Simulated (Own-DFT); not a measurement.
# What a defect does to the pressure of its cell: zincblende GaP

Everything here is calculated. The program is Own-DFT (plane waves, in-house, since retired, never reviewed by a person); positions were held fixed, and spin and spin-orbit coupling were off.

Method: PBE; PseudoDojo norm-conserving scalar-relativistic files; cutoff 42 hartree; 3 x 3 x 3 k mesh centred on Gamma; Fermi-Dirac smearing of 0.1 eV.

Caveats (not all hold for every row): not probed for a lower state with spin; forces on such cells failed a check on a denser k mesh; forces on such cells passed a denser k mesh, each cell not checked; stress not checked against mesh or cutoff.

All runs share one cell, with vectors in Å (10.901, 0.000, 0.000); (0.000, 10.901, 0.000); (0.000, 0.000, 10.901) and a volume of 1295.4 Å³. The atoms are randomly displaced, by u rms on each axis. The defect's site can differ from row to row.

```
                   cell    formula   u (Å)  P (GPa)
              no defect    Ga32P32  0.0186     2.68
              no defect    Ga32P32  0.0187     2.69
              no defect    Ga32P32  0.0460     3.17
     one As on a P site  AsGa32P31  0.0296        ?
     one As on a P site  AsGa32P31  0.0335     3.29
     one As on a P site  AsGa32P31  0.0456     3.60
     one As on a P site  AsGa32P31  0.0521     3.54
    one In on a Ga site  Ga31InP32  0.0274     3.71
    one In on a Ga site  Ga31InP32  0.0468     3.87
    one In on a Ga site  Ga31InP32  0.0519     4.21
     one P on a Ga site    Ga31P33  0.0299     2.95
     one P on a Ga site    Ga31P33  0.0496     3.29
     one P on a Ga site    Ga31P33  0.0501     3.34
two P on a Ga site each    Ga30P34  0.0482     3.23
two P on a Ga site each    Ga30P34  0.0491     3.21
two P on a Ga site each    Ga30P34  0.0497     3.15
```

## Worked fit

P = P0 + c u² + a shift for each defect gives P0 = 2.63 GPa, c = 230 ± 31 GPa/Å² and a scatter of 0.08 GPa. The shifts, and each times the cell's volume:

- one In on a Ga site: 0.87 ± 0.07 GPa, 7.0 eV
- one As on a P site: 0.39 ± 0.08 GPa, 3.1 eV
- one P on a Ga site: 0.11 ± 0.08 GPa, 0.9 eV (not resolved)
- two P on a Ga site each: 0.01 ± 0.08 GPa, 0.1 eV (0.1 eV for each of its 2 sites) (not resolved)

A positive shift means that the defect pushes the cell outwards. Shift times volume (160.2 GPa Å³ is 1 eV) depends little on the cell's size, so, taken for each site, it can be compared between cells at like pressure. The atoms around the defects weren't relaxed, which would change these numbers.

## Prediction

Asked: what pressure belongs in the blank (one As on a P site, u = 0.0296 Å)?

The fitted form gives 3.22 ± 0.10 GPa. The hidden result is 3.21 GPa.
